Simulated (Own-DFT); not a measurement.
# How strain changes the stress of grey tin, 32 atoms (Sn32)

These are calculations, not measurements. They come from Own-DFT, an in-house plane-wave density functional program, since retired, whose code no person has reviewed. Each row is one single-point run on a periodic cell that was not relaxed, without spin or spin-orbit coupling.

Settings of every run: PBE; PseudoDojo norm-conserving scalar-relativistic files; cutoff 42 hartree; 3 x 3 x 5 k mesh centred on Gamma; cold (Marzari-Vanderbilt) smearing of 0.2 eV.

Known limits: forces on such cells failed a check on a denser k mesh; stress not checked against mesh or cutoff.

Unstrained cell vectors in Å: (12.978, 0.000, 0.000); (0.000, 12.978, 0.000); (0.000, 0.000, 6.489). The unstrained cell has measured lattice constants (interpolated for alloys), not those of this functional. That, the random moves and any unrelaxed bonds set the pressure at no strain. Each run strains this cell uniformly, with the atoms carried along. Every atom was also moved at random, by a Gaussian of width 0.05 Å on each axis. Strain is the symmetric tensor, in per cent. Stress is positive in tension, and the pressure is minus a third of its trace.

```
run  e_xx (%)  e_yy (%)  e_zz (%)  s_xx (GPa)  s_yy (GPa)  s_zz (GPa)  P (GPa)  E (meV/atom)
  1      2.25      2.25      0.00       -1.35       -1.44       -1.99     1.59          11.5
  2     -1.50     -1.50      0.00       -5.37       -5.37       -5.06     5.26          50.1
  3      3.00      3.00      0.00       -0.67       -0.64       -1.48     0.93           0.0
  4     -0.50     -0.50      0.00       -4.06       -4.05       -3.98     4.03          22.8
  5     -2.00     -2.00      0.00       -6.13       -6.06       -5.51     5.90          63.4
  6      1.25      1.25      0.00       -2.27       -2.17       -2.64     2.36           6.3
  7      0.75      0.75      0.00       -2.64       -2.70       -2.89     2.75           4.6
  8      2.50      2.50      0.00       -1.22       -1.20       -1.85     1.42          12.2
  9     -1.00     -1.00      0.00           ?           ?           ?        ?             ?
```

E is the free energy for each atom above the lowest run shown.

## Worked fit

The change of volume is close to e_xx + e_yy + e_zz. A straight line through the runs shown gives P = 3.75 - 48 x (fractional change of volume) GPa, with an error of 2 on the slope and a scatter of 0.20 GPa. The strain isn't the same on all axes, but the crystal is cubic, so the slope still estimates the bulk modulus, averaged over pressures from 0.9 to 5.9 GPa.

## Withheld run

Question: what pressure should run 9 give? Its volume changes by -1.99 %.

The line gives 4.7 GPa. The calculation gave 4.68 GPa.
